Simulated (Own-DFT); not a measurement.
# Computed records: SiC (2H silicon carbide, strained, atoms displaced)

All values are calculated (Own-DFT development build). A calculation, not a measurement: plane-wave PBE density functional theory by an unreviewed code, no spin, of a simulated periodic cell, stress positive in tension, free energy of the whole cell less one offset for each atom, forces on such cells passed a denser k mesh, this cell's mesh not checked; offsets are fitted by least squares, one for each functional and potential file, so energies compare only between cells with the same atoms and settings and are not formation energies; the far tail of each file's local potential was reset to the Coulomb form; each entry is a single point on an unrelaxed cell, so the pressure reflects the starting lattice, mostly measured values (interpolated for alloys), from which strain is counted, and rises with the displacements; printed positions are rounded, which can move forces by about a meV/angstrom; the program, named Own-DFT, is a retired in-house code; no spin-orbit coupling.

### SiC (2H silicon carbide, strained, atoms displaced)

```xyz
72
Lattice="9.3887 0.1467 0.1059 -4.5672 8.0441 -0.1895 0.1152 -0.1717 10.0940" Properties=species:S:1:pos:R:3 SiC
Si     4.7904     8.1473    -0.0639
Si     0.0424     1.7586     2.5641
C      9.3653     0.1322     1.9537
C      0.0909     1.7034     4.4293
Si     4.8140     8.0141     4.9037
Si     0.1294     1.6615     7.5677
C      4.8563     8.0675     6.8499
C      0.1485     1.6375     9.5104
Si     7.9274     2.6253    10.0748
Si    -1.4264     4.4245     2.4842
C      7.8249     2.8661     1.9964
C     -1.5309     4.4689     4.3723
Si     7.7932     2.7241     5.0199
Si    -1.4080     4.3918     7.4803
C     -1.3919     2.5133     6.8015
C     -1.3959     4.3663     9.3819
Si    -3.0254     5.3687    -0.1012
Si    -2.9901     7.2204     2.4256
C      6.3243     5.4312     1.8759
C     -2.9387     7.1288     4.2843
Si     6.3386     5.4105     5.0702
Si    -2.9510     7.0883     7.3600
C     -2.8775     5.2992     6.8575
C     -2.9457     6.9962     9.3456
Si     3.1306     0.0898     0.0394
Si     3.0724     1.8171     2.5611
C      3.1049     0.0415     1.9321
C      3.1826     1.8003     4.4172
Si    -1.3108     7.9634     4.9098
Si     3.2574     1.6588     7.6104
C      3.2596    -0.0655     6.9627
C      3.2695     1.6678     9.5745
Si     1.7503     2.5544    10.0188
Si     1.7134     4.4974     2.4956
C      1.5494     2.7054     1.8953
C      1.8085     4.3617     4.3156
Si     1.7366     2.6309     5.1215
Si     1.7373     4.4382     7.4987
C      1.7012     2.6012     6.9274
C      1.7805     4.3527     9.5300
Si     0.0755     5.4348    -0.0859
Si     0.0828     7.1306     2.5144
C      0.1447     5.3816     1.7807
C      0.1617     7.1141     4.2650
Si     0.1786     5.2953     4.8652
Si     0.2162     7.0739     7.3868
C      0.1806     5.3208     6.8315
C      0.1365     7.0096     9.3396
Si     1.8407     7.9335     9.9359
Si     6.3092     1.8510     2.5396
C      1.7258     8.0854     1.7934
C      6.3161     1.8172     4.3953
Si     6.3445     0.0867     5.0618
Si     6.3402     1.7899     7.6834
C      6.3447     0.0252     6.9729
C      6.4496     1.7974     9.5008
Si     4.8299     2.6301    10.0694
Si     4.7714     4.4901     2.5706
C      4.8453     2.7152     1.8929
C      4.7584     4.5058     4.4579
Si     4.8220     2.6596     5.0638
Si     4.8645     4.4083     7.5797
C      4.8480     2.6934     6.9025
C      4.7651     4.3761     9.4494
Si     3.4422     5.2404    10.0211
Si     3.1757     7.1596     2.4470
C      3.2340     5.4086     1.8359
C      3.3745     7.2146     4.3558
Si     3.2074     5.3140     5.0214
Si     3.3452     7.1774     7.3790
C      3.2673     5.3701     6.8547
C      3.4124     7.0960     9.3898
```

Here we set functional PBE, potential files PseudoDojo norm-conserving, scalar-relativistic, standard set, wave cutoff 42 hartree, occupations Fermi-Dirac, smearing width 0.1 eV, hardware one NVIDIA H100 and k mesh 4 x 4 x 3 centred on Gamma.

The calculation gives: free energy of cell above offsets -5.718 eV; pressure -1.37 GPa; stress xx 4.1 GPa; stress yy 4 GPa; stress zz -3.98 GPa; stress yz -5.79 GPa; stress xz 3.47 GPa; stress xy 6.86 GPa; wall time 367.2 s.

Force:
```tsv
element	x (eV/Å)	y (eV/Å)	z (eV/Å)
Si	0.559	1.209	-0.22
Si	-0.683	0.19	-1.286
C	-0.194	-0.467	2.232
C	-0.406	0.247	0.143
Si	2.869	3.246	1.553
Si	-0.486	0.267	-0.445
C	1.134	0.114	-0.653
C	0.033	-0.289	-1.543
Si	2.046	2.09	2.198
Si	-1.37	1.468	-1.12
C	0.892	-2.119	-0.947
C	1.957	-1.442	-0.695
Si	2.917	0.567	0.9
Si	1.078	-1	-0.416
C	-1.534	1.053	1.649
C	0.68	-1.272	-0.408
Si	-0.99	0.323	0.257
Si	-0.893	-1.864	-1.82
C	0.545	1.044	1.164
C	0.017	-0.953	0.629
Si	-0.046	1.25	-0.287
Si	0.278	-0.418	1.47
C	-2.248	-0.823	-0.436
C	1.075	0.326	-1.102
Si	-1.195	-1.58	0.713
Si	1.599	0.288	-1.018
C	0.628	-0.36	0.822
C	1.869	-1.408	1.003
Si	-2.062	1.484	-0.49
Si	0.199	1.664	-0.219
C	-0.764	-0.359	0.304
C	1.032	0.217	-2.283
Si	-1.787	0.391	2.148
Si	-0.615	-0.621	-2.074
C	0.822	0.012	-0.514
C	-2.167	1.071	1.385
Si	-2.069	-0.605	-1.919
Si	-0.18	-0.24	1.244
C	0.335	-0.084	1.709
C	0.059	0.73	-2.405
Si	0.093	-0.753	0.062
Si	0.451	1.04	-4.454
C	-0.731	-0.066	1.9
C	1.59	-0.193	2.287
Si	-0.565	-0.46	1.467
Si	0.289	0.371	1.069
C	0.141	-0.997	-0.589
C	2.13	1.029	-0.699
Si	-0.923	0.019	0.829
Si	0.708	-0.093	-0.665
C	-1.375	-0.012	-0.212
C	-0.219	-0.124	0.539
Si	-0.083	-1.316	0.588
Si	1.518	0.233	-2.49
C	-0.601	-0.312	0.396
C	-2.014	-1.786	0.235
Si	0.448	-0.693	1.652
Si	0.815	0.69	-1.252
C	-2.811	0.461	0.001
C	1.257	-0.679	-0.102
Si	-1.524	0.776	-0.995
Si	-0.161	1.876	-0.911
C	-0.534	-1.296	1.763
C	4.706	-1.308	-1.46
Si	-4.817	2.597	1.634
Si	2.358	1.046	-0.433
C	0.416	-0.634	0.485
C	-3.622	-2.235	-1.098
Si	1.065	1.469	-0.488
Si	-0.512	-0.565	1.855
C	0.501	-0.685	1.138
C	-0.928	-0.747	-1.271
```
